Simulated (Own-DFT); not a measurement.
## Calculated data, In₃GaP₄ (zincblende random alloy, strained, atoms displaced)

A calculation, not a measurement: plane-wave PBE density functional theory by an unreviewed code, no spin, of a simulated periodic cell, stress positive in tension, free energy of the whole cell less one offset for each atom, forces on such cells passed a denser k mesh, this cell's mesh not checked; offsets are fitted by least squares, one for each functional and potential file, so energies compare only between cells with the same atoms and settings and are not formation energies; the far tail of each file's local potential was reset to the Coulomb form; each entry is a single point on an unrelaxed cell, so the pressure reflects the starting lattice, mostly measured values, from which strain is counted, and rises with the displacements; printed positions are rounded, which can move forces by about a meV/angstrom; the program is a retired in-house code; no spin-orbit coupling. Program: Own-DFT development build.

Common to all runs: functional PBE; potential files PseudoDojo norm-conserving, scalar-relativistic, standard set; wave cutoff 42 hartree; occupations Fermi-Dirac; smearing width 0.1 eV; k mesh 3 x 3 x 3 centred on Gamma.

(1) In₃GaP₄ (zincblende random alloy, strained, atoms displaced)

```
CELL_PARAMETERS angstrom
11.30660 0.00000 0.00000
0.00000 11.30660 0.00000
0.00000 0.00000 11.77220
ATOMIC_POSITIONS crystal
Ga 0.00402 0.99611 0.00466
In 0.00036 0.25165 0.25227
In 0.24207 0.00318 0.25036
In 0.24219 0.24755 0.99471
P 0.12578 0.12164 0.11824
P 0.12905 0.37008 0.37582
P 0.37085 0.12770 0.36891
P 0.36936 0.36586 0.11891
In 0.00298 0.00220 0.50042
In 0.99436 0.24675 0.75298
In 0.25349 0.00524 0.74297
In 0.25364 0.25303 0.50768
P 0.12265 0.12707 0.62279
P 0.12514 0.37883 0.87834
P 0.37195 0.12482 0.87484
P 0.37541 0.37477 0.62202
In 0.99682 0.50142 0.99646
In 0.98972 0.74740 0.24963
Ga 0.24215 0.50503 0.25350
In 0.25044 0.74890 0.00091
P 0.12155 0.61816 0.13218
P 0.12365 0.87560 0.36742
P 0.37802 0.62622 0.37958
P 0.37571 0.86624 0.11603
In 0.00555 0.49878 0.49661
Ga 0.00084 0.75133 0.75192
In 0.24810 0.49552 0.74886
In 0.24566 0.74426 0.50080
P 0.13301 0.62415 0.62796
P 0.11685 0.87605 0.87250
P 0.36846 0.62456 0.87029
P 0.37762 0.87457 0.62293
In 0.49547 0.00096 0.99989
In 0.49601 0.25194 0.25278
In 0.74509 0.00979 0.24820
Ga 0.74763 0.25477 0.99461
P 0.62737 0.12462 0.13011
P 0.62931 0.37610 0.37394
P 0.87540 0.11886 0.37457
P 0.87903 0.37942 0.12975
In 0.49537 0.99810 0.49877
In 0.50195 0.25335 0.74784
In 0.74313 0.00182 0.75040
Ga 0.74520 0.24925 0.50297
P 0.63225 0.12470 0.62966
P 0.62819 0.37916 0.87388
P 0.88161 0.12416 0.86553
P 0.88172 0.36887 0.62524
In 0.49379 0.50489 0.00134
In 0.49181 0.75439 0.25062
Ga 0.75493 0.49570 0.25564
Ga 0.75696 0.75166 0.00308
P 0.62178 0.62377 0.12586
P 0.62563 0.87692 0.37230
P 0.88268 0.61924 0.37379
P 0.88052 0.87756 0.12601
In 0.49884 0.49710 0.50096
In 0.50911 0.75681 0.74900
In 0.74527 0.50172 0.75765
Ga 0.75697 0.75490 0.50089
P 0.62454 0.62189 0.62371
P 0.62356 0.87164 0.87262
P 0.87072 0.63257 0.87013
P 0.87043 0.87680 0.62338
```

| Property | Result |
| --- | --- |
| free energy of cell above offsets | -28.766 eV |
| pressure | 5.79 GPa |
| stress xx | -6.32 GPa |
| stress yy | -6.5 GPa |
| stress zz | -4.57 GPa |
| stress yz | 1.03 GPa |
| stress xz | -0.7 GPa |
| stress xy | -0.62 GPa |

Force:
| element | x (eV/Å) | y (eV/Å) | z (eV/Å) |
| --- | --- | --- | --- |
| Ga | -0.366 | 0.184 | -0.679 |
| In | -0.003 | -0.667 | -0.243 |
| In | 1.001 | -0.514 | -0.833 |
| In | 0.394 | -0.035 | 0.047 |
| P | -1.36 | -0.274 | -0.055 |
| P | 0.831 | 0.912 | -0.655 |
| P | 0.002 | -0.354 | 1.031 |
| P | -0.322 | 1.499 | 1.183 |
| In | -0.198 | -0.71 | -0.195 |
| In | 1.619 | 1.019 | -0.531 |
| In | -0.516 | -0.679 | 0.373 |
| In | -0.426 | -0.807 | -1.012 |
| P | 0.233 | 0.225 | 0.383 |
| P | -0.635 | -0.431 | -0.847 |
| P | 0.456 | 0.379 | -0.39 |
| P | 0.367 | 0.263 | 0.896 |
| In | -0.242 | 0.535 | 0.163 |
| In | 1.032 | 0.139 | -0.166 |
| Ga | 0.762 | -0.678 | 0.04 |
| In | -1.378 | -0.686 | -0.564 |
| P | 0.689 | 0.225 | -0.138 |
| P | -0.299 | -0.721 | 1.001 |
| P | -1.092 | -0.923 | -1.133 |
| P | -0.381 | 1.531 | 1.124 |
| In | 0.095 | -0.271 | 0.87 |
| Ga | -0.261 | 0.044 | -0.482 |
| In | 0.362 | -0.136 | 0.228 |
| In | 0.348 | 1.115 | -0.537 |
| P | -2.099 | 0.495 | 0.634 |
| P | -0.093 | 0.098 | 0.088 |
| P | 0.815 | 0.392 | -0.207 |
| P | -0.536 | -0.386 | 0.128 |
| In | 0.748 | 0.016 | 0.042 |
| In | 0.484 | 0.369 | -0.562 |
| In | 0.99 | -1.479 | 0.483 |
| Ga | 0.532 | -0.386 | 0.45 |
| P | -0.646 | 1.63 | -2.312 |
| P | 0.856 | -0.273 | 0.317 |
| P | -0.599 | 1.523 | 0.836 |
| P | -1.761 | -0.338 | -0.552 |
| In | 0.625 | 0.736 | -0.272 |
| In | 0.041 | -0.33 | 0.391 |
| In | 1.02 | -0.769 | 0.703 |
| Ga | 0.757 | 0.008 | -0.197 |
| P | -0.98 | 1.102 | -1.975 |
| P | -0.622 | -1.175 | 1.546 |
| P | -1.353 | -1.2 | 3.351 |
| P | -1.626 | 0.614 | -0.904 |
| In | -0.048 | -0.485 | -0.161 |
| In | 0.898 | -0.435 | 0.08 |
| Ga | -0.244 | 0.448 | -0.503 |
| Ga | -0.504 | 0.037 | 0.036 |
| P | 1.798 | 0.284 | 0.475 |
| P | 0.675 | -0.776 | 0.795 |
| P | -2.429 | 0.245 | 0.563 |
| P | -1.004 | 0.428 | -1.477 |
| In | 0.582 | 0.216 | -0.376 |
| In | -1.191 | -1.308 | -0.536 |
| In | 1.048 | 0.045 | -1.631 |
| Ga | -0.49 | -0.635 | -0.372 |
| P | 0.927 | 0.961 | -0.708 |
| P | 1.359 | 0.374 | 2.092 |
| P | 0.67 | 0.957 | 0.607 |
| P | 0.689 | -1.186 | 0.25 |

(2) In₃GaP₄ (zincblende random alloy, strained, atoms displaced)

```
CELL_PARAMETERS angstrom
11.30660 0.00000 0.00000
0.00000 11.30660 0.00000
0.00000 0.00000 11.77220
ATOMIC_POSITIONS crystal
In 0.99844 0.99422 0.99844
In 0.99728 0.25085 0.24360
In 0.25238 0.00126 0.24781
In 0.25316 0.25754 0.99726
P 0.12406 0.12709 0.13442
P 0.13019 0.37659 0.37554
P 0.36863 0.12915 0.38093
P 0.37054 0.36893 0.13205
Ga 0.99852 0.00512 0.50003
In 0.00099 0.24188 0.75720
Ga 0.24927 0.01077 0.75249
In 0.23821 0.24694 0.50335
P 0.13271 0.12542 0.62361
P 0.13244 0.37902 0.87445
P 0.37628 0.12238 0.88019
P 0.37582 0.37462 0.62906
In 0.00034 0.49765 0.00316
In 0.99479 0.75490 0.24489
In 0.24360 0.50615 0.25525
In 0.24427 0.74951 0.99891
P 0.12457 0.61785 0.12366
P 0.12787 0.87077 0.37747
P 0.37279 0.62830 0.37869
P 0.36895 0.87858 0.11324
Ga 0.00333 0.50211 0.49545
In 0.99748 0.75243 0.75779
In 0.25061 0.49217 0.74420
In 0.24292 0.74639 0.49860
P 0.12654 0.62655 0.62678
P 0.12879 0.87345 0.88074
P 0.37268 0.62880 0.87685
P 0.36876 0.86909 0.62470
Ga 0.50091 0.00509 0.00143
Ga 0.49978 0.25496 0.25299
In 0.74946 0.00620 0.24678
Ga 0.74965 0.25769 0.99762
P 0.62277 0.12035 0.11367
P 0.62428 0.37131 0.37699
P 0.87481 0.11626 0.37877
P 0.88649 0.37910 0.12964
In 0.49765 0.00017 0.50209
Ga 0.50483 0.25099 0.74210
In 0.75159 0.99870 0.74841
In 0.75068 0.25240 0.49967
P 0.62385 0.13464 0.61900
P 0.62900 0.37759 0.87848
P 0.87536 0.12323 0.87383
P 0.87595 0.37944 0.62541
In 0.49837 0.48798 0.99704
In 0.50108 0.75175 0.25608
In 0.74486 0.50158 0.25070
Ga 0.74968 0.75490 0.00015
P 0.61622 0.62688 0.13026
P 0.62290 0.86999 0.37585
P 0.88226 0.62279 0.37188
P 0.87580 0.86313 0.12047
In 0.49914 0.49949 0.50245
In 0.49483 0.75689 0.75039
In 0.74680 0.50088 0.74814
In 0.74651 0.75004 0.50713
P 0.62204 0.62840 0.62749
P 0.62277 0.87386 0.88597
P 0.87609 0.62686 0.87253
P 0.88351 0.87299 0.62020
```

| Property | Result |
| --- | --- |
| free energy of cell above offsets | -28.976 eV |
| pressure | 5.68 GPa |
| stress xx | -6.27 GPa |
| stress yy | -6.29 GPa |
| stress zz | -4.48 GPa |
| stress yz | 0.96 GPa |
| stress xz | -0.19 GPa |
| stress xy | 0.26 GPa |

Force:
| element | x (eV/Å) | y (eV/Å) | z (eV/Å) |
| --- | --- | --- | --- |
| In | 0.248 | 0.724 | 0.695 |
| In | 0.376 | -0.512 | 2.009 |
| In | 0.161 | -0.329 | 0.533 |
| In | -0.4 | -1.144 | 0.58 |
| P | 0.131 | -0.374 | -1.864 |
| P | -1.823 | 0.17 | 0.71 |
| P | 1.277 | 0.291 | -1.161 |
| P | 1.033 | 0.345 | 0.837 |
| Ga | 0.702 | -0.782 | 0.025 |
| In | 0.48 | 1.088 | -0.848 |
| Ga | 0.421 | -1.084 | 0.077 |
| In | 1.586 | 1.327 | -0.607 |
| P | -1.812 | -2.062 | 1.275 |
| P | -1.255 | -0.409 | 0.021 |
| P | 0.848 | -0.04 | -1.363 |
| P | 0.937 | -1.471 | -0.344 |
| In | 0.105 | 0.391 | -1.323 |
| In | 1.362 | -0.914 | 0.927 |
| In | 1.068 | -0.214 | -0.264 |
| In | 0.485 | -0.87 | 0.529 |
| P | -0.125 | 1.207 | 0.238 |
| P | -1.352 | 1.573 | -0.289 |
| P | 0.312 | -0.445 | -0.208 |
| P | 1.605 | 0.444 | 0.683 |
| Ga | 0.06 | -0.008 | 0.389 |
| In | 0.853 | 0.165 | -0.741 |
| In | 0.132 | 1.589 | 0.56 |
| In | 0.383 | 0.01 | 0.453 |
| P | -1.33 | -1.009 | -0.251 |
| P | 0.114 | 1.492 | -1.93 |
| P | 0.168 | -1.001 | -0.33 |
| P | -0.667 | 1.759 | 0.553 |
| Ga | -0.513 | -0.822 | -0.362 |
| Ga | -0.253 | -0.714 | -0.075 |
| In | -0.221 | -1.188 | -0.238 |
| Ga | 0.491 | -0.518 | 0.321 |
| P | -0.119 | 1.791 | 0.457 |
| P | -0.707 | -0.127 | -1.01 |
| P | 0.785 | 0.648 | 0.289 |
| P | -2.903 | -0.432 | -1.052 |
| In | -0.268 | -0.147 | -0.085 |
| Ga | -0.318 | -0.063 | 0.856 |
| In | -0.572 | -0.179 | -0.228 |
| In | 0.892 | 0.11 | -0.133 |
| P | -0.487 | -0.701 | 1.496 |
| P | 0.102 | -1.859 | -0.887 |
| P | -1.122 | 0.455 | 1.392 |
| P | 1.167 | 0.044 | -0.628 |
| In | -0.78 | 1.229 | 0.932 |
| In | -1.265 | 0.303 | -0.984 |
| In | 0.358 | 0.032 | -0.04 |
| Ga | -0.315 | -0.986 | 0.072 |
| P | 1.062 | 0.042 | -1.683 |
| P | 0.757 | 1.274 | 0.314 |
| P | -0.353 | -0.34 | 1.217 |
| P | -1.651 | 1.19 | -0.791 |
| In | -0.084 | 0.08 | -0.196 |
| In | 0.323 | -0.341 | 0.663 |
| In | 0.341 | 0.259 | 0.094 |
| In | 0.838 | -0.294 | -0.978 |
| P | -0.334 | -0.237 | 0.233 |
| P | 0.207 | 0.504 | 0.111 |
| P | -1.257 | -0.052 | 1.505 |
| P | 0.115 | 1.133 | -0.153 |

(3) In₃GaP₄ (zincblende random alloy, strained, atoms displaced)

```
CELL_PARAMETERS angstrom
11.30660 0.00000 0.00000
0.00000 11.30660 0.00000
0.00000 0.00000 11.77220
ATOMIC_POSITIONS crystal
In 0.00380 0.99791 0.99840
In 0.00354 0.25061 0.25331
In 0.24896 0.00257 0.25542
In 0.24108 0.25481 0.00200
P 0.12234 0.12245 0.12826
P 0.12310 0.37865 0.37520
P 0.37902 0.12445 0.36895
P 0.37039 0.38259 0.11812
In 0.99894 0.99287 0.49915
In 0.00572 0.24194 0.74968
Ga 0.24822 0.99703 0.75023
In 0.24448 0.25561 0.49907
P 0.12307 0.13086 0.62444
P 0.12815 0.37257 0.87403
P 0.37589 0.13072 0.87946
P 0.37530 0.37624 0.62226
In 0.00710 0.50446 0.00083
In 0.00352 0.74461 0.25096
In 0.25581 0.49927 0.25228
In 0.25195 0.74602 0.99766
P 0.12300 0.63174 0.13539
P 0.12541 0.86761 0.37526
P 0.37859 0.62381 0.36996
P 0.38581 0.88556 0.12237
In 0.00067 0.50421 0.49926
In 0.00103 0.75167 0.75730
Ga 0.25433 0.50157 0.74706
Ga 0.25391 0.76114 0.50253
P 0.12498 0.62963 0.62439
P 0.12309 0.86728 0.87024
P 0.37368 0.63077 0.87674
P 0.37293 0.87924 0.62690
In 0.50713 0.00171 0.99648
In 0.49927 0.25000 0.25315
In 0.74649 0.99061 0.25738
Ga 0.75067 0.25397 0.00710
P 0.62303 0.11598 0.12776
P 0.62447 0.38043 0.37809
P 0.87090 0.13390 0.38165
P 0.87603 0.37885 0.13060
In 0.49595 0.00243 0.50701
In 0.49922 0.24998 0.74915
In 0.74648 0.99911 0.74966
Ga 0.74975 0.25563 0.50285
P 0.62808 0.12483 0.62427
P 0.62684 0.37843 0.88203
P 0.86588 0.12608 0.87381
P 0.87781 0.37534 0.62377
Ga 0.49836 0.49802 0.00015
Ga 0.49657 0.75846 0.25099
In 0.74460 0.49947 0.24988
Ga 0.75645 0.74591 0.00652
P 0.61897 0.62686 0.11896
P 0.62395 0.87601 0.37831
P 0.87815 0.62874 0.37367
P 0.87796 0.87591 0.12417
In 0.49759 0.49880 0.50101
In 0.50385 0.75626 0.75071
In 0.75482 0.50469 0.75921
In 0.74632 0.74459 0.49766
P 0.62403 0.63436 0.62937
P 0.62981 0.87608 0.87547
P 0.86737 0.62477 0.87698
P 0.86843 0.88114 0.62514
```

| Property | Result |
| --- | --- |
| free energy of cell above offsets | -29.471 eV |
| pressure | 5.58 GPa |
| stress xx | -6.27 GPa |
| stress yy | -6.02 GPa |
| stress zz | -4.46 GPa |
| stress yz | -0.45 GPa |
| stress xz | 0.75 GPa |
| stress xy | -0.45 GPa |

Force:
| element | x (eV/Å) | y (eV/Å) | z (eV/Å) |
| --- | --- | --- | --- |
| In | -0.517 | 0.338 | -0.566 |
| In | -0.718 | -0.122 | -0.091 |
| In | 0.136 | -0.742 | -0.603 |
| In | 0.701 | -0.803 | 0.36 |
| P | 0.174 | 0.127 | -0.182 |
| P | 0.289 | 0.233 | -0.228 |
| P | -0.723 | 0.294 | 1.555 |
| P | 1.326 | -0.26 | -0.02 |
| In | 0.008 | 0.83 | -0.004 |
| In | -1.293 | 0.888 | 0.76 |
| Ga | -0.039 | 0.661 | 0.158 |
| In | 0.719 | -0.578 | -0.279 |
| P | 1.306 | -2.211 | -0.111 |
| P | -0.055 | 1.532 | -1.288 |
| P | -1.054 | -1.079 | -0.797 |
| P | -0.823 | 0.438 | 1.132 |
| In | -0.44 | -0.143 | 0.06 |
| In | -1.226 | 1.337 | 0.273 |
| In | -0.692 | 0.16 | -0.229 |
| In | -0.197 | 0.951 | 1.379 |
| P | 1.478 | -1.278 | -1.639 |
| P | 0.896 | 0.175 | 0.797 |
| P | 0.102 | 2.178 | 0.772 |
| P | -1.017 | -1.512 | 1.014 |
| In | -0.132 | -0.007 | 0.248 |
| In | -1.502 | -0.727 | -1.567 |
| Ga | -0.162 | 0.186 | 0.147 |
| Ga | -0.117 | -0.97 | -0.203 |
| P | 1.488 | 0.021 | 0.167 |
| P | 1.701 | 2.017 | 0.573 |
| P | 0.818 | -2.227 | -0.918 |
| P | -1.307 | -0.244 | 0.321 |
| In | -0.195 | 0.248 | -0.668 |
| In | 0.456 | 0.701 | -1.122 |
| In | 0.928 | 1.128 | -0.576 |
| Ga | -0.101 | -0.327 | 0.108 |
| P | 1.278 | 1.817 | -0.137 |
| P | 0.572 | -1.344 | 0.61 |
| P | -0.4 | -0.315 | 0.161 |
| P | -0.209 | -0.747 | -1.179 |
| In | 0.342 | 0.26 | -0.786 |
| In | 0.378 | 0.269 | 0.221 |
| In | 0.105 | 0.301 | 0.111 |
| Ga | -0.056 | 0.001 | 0.044 |
| P | 0.287 | 1.248 | -0.672 |
| P | -0.359 | -0.451 | 0.814 |
| P | 0.311 | 0.784 | 1.22 |
| P | -0.8 | -0.378 | 0.016 |
| Ga | 0 | 0.465 | -0.32 |
| Ga | 0.281 | -0.289 | -0.3 |
| In | 0.161 | 0.804 | -0.199 |
| Ga | -0.537 | 0.314 | -0.169 |
| P | -0.312 | 0.647 | 0.113 |
| P | -1.531 | -1.115 | -0.051 |
| P | -0.797 | -0.613 | 0.034 |
| P | -0.653 | -0.884 | -0.11 |
| In | 0.431 | 0.989 | 0.333 |
| In | -0.63 | 0.018 | 0.477 |
| In | -1.074 | -1.069 | -1.665 |
| In | 0.525 | 0.552 | 0.177 |
| P | 0.059 | -1.591 | -0.199 |
| P | 0.672 | -1.099 | 1.055 |
| P | 1.163 | 1.506 | 1.688 |
| P | 0.575 | -1.291 | -0.019 |

(4) In₃GaP₄ (zincblende random alloy, strained, atoms displaced)

```
CELL_PARAMETERS angstrom
11.30660 0.00000 0.00000
0.00000 11.30660 0.00000
0.00000 0.00000 11.77220
ATOMIC_POSITIONS crystal
In 0.99817 0.00436 0.00403
In 0.00564 0.25357 0.25001
In 0.25827 0.99489 0.25086
In 0.24503 0.24868 0.00168
P 0.12575 0.11745 0.12507
P 0.12350 0.37656 0.37804
P 0.38459 0.12518 0.37584
P 0.37626 0.37345 0.12789
In 0.00235 0.99759 0.50398
In 0.99580 0.24520 0.75368
Ga 0.24623 0.00304 0.74576
In 0.25237 0.24997 0.50479
P 0.11844 0.12464 0.61933
P 0.12586 0.37268 0.87253
P 0.38115 0.11610 0.87854
P 0.37516 0.37146 0.62547
Ga 0.00050 0.49786 0.00262
In 0.99768 0.75492 0.25239
In 0.25707 0.50494 0.25341
In 0.25495 0.74368 0.99896
P 0.12256 0.62194 0.12871
P 0.13150 0.87323 0.37545
P 0.38131 0.63466 0.37133
P 0.37577 0.87234 0.12415
In 0.99621 0.49259 0.50055
In 0.99742 0.74832 0.75160
In 0.24842 0.49692 0.74492
In 0.24579 0.75589 0.49771
P 0.13098 0.61985 0.62270
P 0.11698 0.87604 0.87197
P 0.37039 0.62025 0.87349
P 0.37478 0.87173 0.62377
In 0.49786 0.99536 0.99882
Ga 0.49334 0.25454 0.25073
Ga 0.75452 0.00090 0.25332
In 0.75670 0.25507 0.99568
P 0.63110 0.12410 0.11985
P 0.61867 0.38158 0.37141
P 0.87490 0.12100 0.37583
P 0.87050 0.37726 0.11846
In 0.49800 0.00110 0.49889
In 0.50812 0.24859 0.74605
Ga 0.74436 0.00074 0.74910
In 0.74325 0.24823 0.49896
P 0.63037 0.12474 0.62252
P 0.62996 0.37720 0.87358
P 0.87502 0.12952 0.87250
P 0.88567 0.37130 0.62785
In 0.49731 0.49866 0.00307
In 0.49406 0.75176 0.24938
Ga 0.75547 0.50125 0.25182
In 0.75906 0.75104 0.99779
P 0.62663 0.62825 0.12897
P 0.62087 0.87273 0.38018
P 0.88050 0.62100 0.37305
P 0.86785 0.87222 0.13288
In 0.50502 0.49505 0.50200
In 0.49356 0.74239 0.74967
Ga 0.74587 0.50278 0.75192
Ga 0.74817 0.75081 0.49964
P 0.61966 0.62507 0.62443
P 0.62213 0.88019 0.87600
P 0.87678 0.62441 0.87677
P 0.87031 0.87400 0.62521
```

| Item | Value |
| --- | --- |
| free energy of cell above offsets | -29.333 eV |
| pressure | 5.66 GPa |
| stress xx | -6.08 GPa |
| stress yy | -6.35 GPa |
| stress zz | -4.54 GPa |
| stress yz | 0.17 GPa |
| stress xz | -0.03 GPa |
| stress xy | -0.13 GPa |

Force:
| element | x (eV/Å) | y (eV/Å) | z (eV/Å) |
| --- | --- | --- | --- |
| In | -0.751 | -0.853 | -0.395 |
| In | -0.708 | -0.385 | -0.339 |
| In | -0.222 | 0.672 | 0.139 |
| In | 0.703 | -0.3 | -0.24 |
| P | 0.404 | 0.625 | 0.826 |
| P | 1.076 | -0.145 | -0.366 |
| P | -0.615 | 1.199 | -1.056 |
| P | -0.003 | -0.785 | 0.426 |
| In | -0.676 | -0.664 | -0.872 |
| In | 1.102 | 0.274 | -0.362 |
| Ga | 0.137 | -0.325 | 0.248 |
| In | -0.299 | -0.358 | -0.908 |
| P | 1.475 | -0.092 | 1.62 |
| P | -0.811 | 0.735 | 0.908 |
| P | -1.684 | 0.975 | -1.704 |
| P | 0.54 | 0.192 | 0.192 |
| Ga | 0.09 | 0.125 | -0.226 |
| In | 0.484 | -0.357 | -0.087 |
| In | -0.44 | -0.302 | 0.183 |
| In | -1.275 | 0.597 | 0.041 |
| P | -0.473 | -0.3 | -0.968 |
| P | -1.167 | 0.889 | -0.541 |
| P | -0.803 | -1.275 | 1.742 |
| P | -0.182 | -0.007 | -0.48 |
| In | 0.447 | 0.913 | 0.155 |
| In | 0.235 | -0.327 | -0.835 |
| In | 0.136 | -0.228 | 0.496 |
| In | 0.839 | -1.219 | 0.616 |
| P | -1.058 | 0.735 | -0.346 |
| P | 1.532 | 0.687 | 0.061 |
| P | 0.38 | -0.486 | 0.074 |
| P | -0.767 | 1.188 | 0.861 |
| In | 0.633 | 0.23 | 1.107 |
| Ga | 0.96 | -0.432 | -0.301 |
| Ga | -0.737 | -0.017 | 0.043 |
| In | -0.902 | -0.611 | 0.01 |
| P | -0.416 | 0.156 | 1.704 |
| P | 1.092 | -0.973 | -1.639 |
| P | -0.285 | -0.045 | -0.753 |
| P | 1.088 | 1.411 | 1.318 |
| In | 0.54 | -0.437 | 0.879 |
| In | -0.468 | -0.192 | 0.773 |
| Ga | 0.301 | -0.064 | 0.156 |
| In | 0.971 | 0.913 | -0.591 |
| P | -0.042 | -1.282 | 0.957 |
| P | -0.123 | 0.795 | -0.629 |
| P | -1.135 | -2.021 | -0.118 |
| P | -2.571 | 0.606 | 0.44 |
| In | 0.761 | 0.241 | -0.112 |
| In | 1.564 | 0.436 | -0.456 |
| Ga | -0.497 | 0.149 | -0.337 |
| In | -1.225 | 0.03 | 0.091 |
| P | 0.725 | -0.761 | 0.103 |
| P | 1.735 | 0.048 | -0.615 |
| P | -1.783 | 0.277 | 0.481 |
| P | 0.039 | 1.486 | 0.076 |
| In | -1.101 | 0.773 | -0.129 |
| In | 0.487 | 0.883 | 0.427 |
| Ga | 0.511 | -0.059 | -0.299 |
| Ga | -0.002 | -0.223 | -0.093 |
| P | 2.119 | -0.005 | 0.122 |
| P | 1.17 | -0.702 | -1.339 |
| P | 0.082 | -1.859 | -0.219 |
| P | -1.131 | -0.146 | 0.078 |
